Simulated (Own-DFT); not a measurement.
# Energy and forces against displacement in hexagonal WC, 64 atoms (C32W32)

These are calculations, not measurements. They come from Own-DFT, an in-house plane-wave density functional program, since retired, whose code no person has reviewed. Each row is one single-point run on a periodic cell that was not relaxed, without spin or spin-orbit coupling.

Settings of every run: PBE; PseudoDojo norm-conserving scalar-relativistic files; cutoff 50 hartree; 4 x 4 x 4 k mesh centred on Gamma; cold (Marzari-Vanderbilt) smearing of 0.2 eV.

Known limits, some of them of some rows only: some atoms lie very close together; forces on such cells moved up to 12 meV/angstrom on a denser k mesh; stress not checked against mesh or cutoff.

Cell vectors in Å: (5.833, -5.052, -2.839); (0.000, -5.052, 8.518); (-5.833, -5.052, -2.839). In each run every atom was moved at random and independently from its ideal site; u is the rms move along one axis. E is the free energy for each atom above the fitted value at u = 0, and F the rms of the force components.

| run | u (Å) | E (meV/atom) | F (eV/Å) | largest force (eV/Å) | P (GPa) |
|---|---|---|---|---|---|
| 1 | 0.0191 | 13.9 | 0.540 | 2.20 | 3.30 |
| 2 | 0.0194 | 13.7 | 0.535 | 2.50 | 3.28 |
| 3 | 0.0195 | 14.9 | 0.568 | 2.17 | 3.31 |
| 4 | 0.0479 | 81.9 | 1.322 | 5.09 | 6.07 |
| 5 | 0.0489 | 87.9 | 1.354 | 4.64 | 6.23 |
| 6 | 0.0510 | 97.5 | 1.437 | 4.94 | 6.68 |
| 7 | 0.0890 | ? | ? | ? | ? |
| 8 | 0.0942 | 345.9 | 2.790 | 9.58 | 16.82 |
| 9 | 0.1051 | 415.6 | 3.004 | 10.22 | 19.61 |
| 10 | 0.1428 | 736.4 | 4.210 | 20.86 | 30.97 |

## Worked fit

For small independent moves the energy grows as E = (3/2) K u², with K the mean stiffness felt by one atom. The runs with u up to 0.11 Å give K = 25.0 ± 0.4 eV/Å², with residuals divided by u² + 0.0006 Å², since the noise grows with the moves. The scatter is 2.9 meV/atom at u = 0.05 Å. The forces follow F = G u with G = 28.3 eV/Å²; no force at u = 0 is resolved. G exceeds K because the moves of its neighbours add to the force on an atom, and stiffness differs between atoms. At u = 0.143 Å the parabola gives 765 meV/atom and the run 736. The pressure follows P = 2.65 + 1555 u² GPa: at fixed volume, shortened bonds push harder than stretched ones pull.

## Withheld run

Question: what energy and rms force should run 7 give?

The fit gives 297 ± 9 meV/atom and about 2.52 eV/Å. The calculation gave 312.3 meV/atom and 2.700 eV/Å.
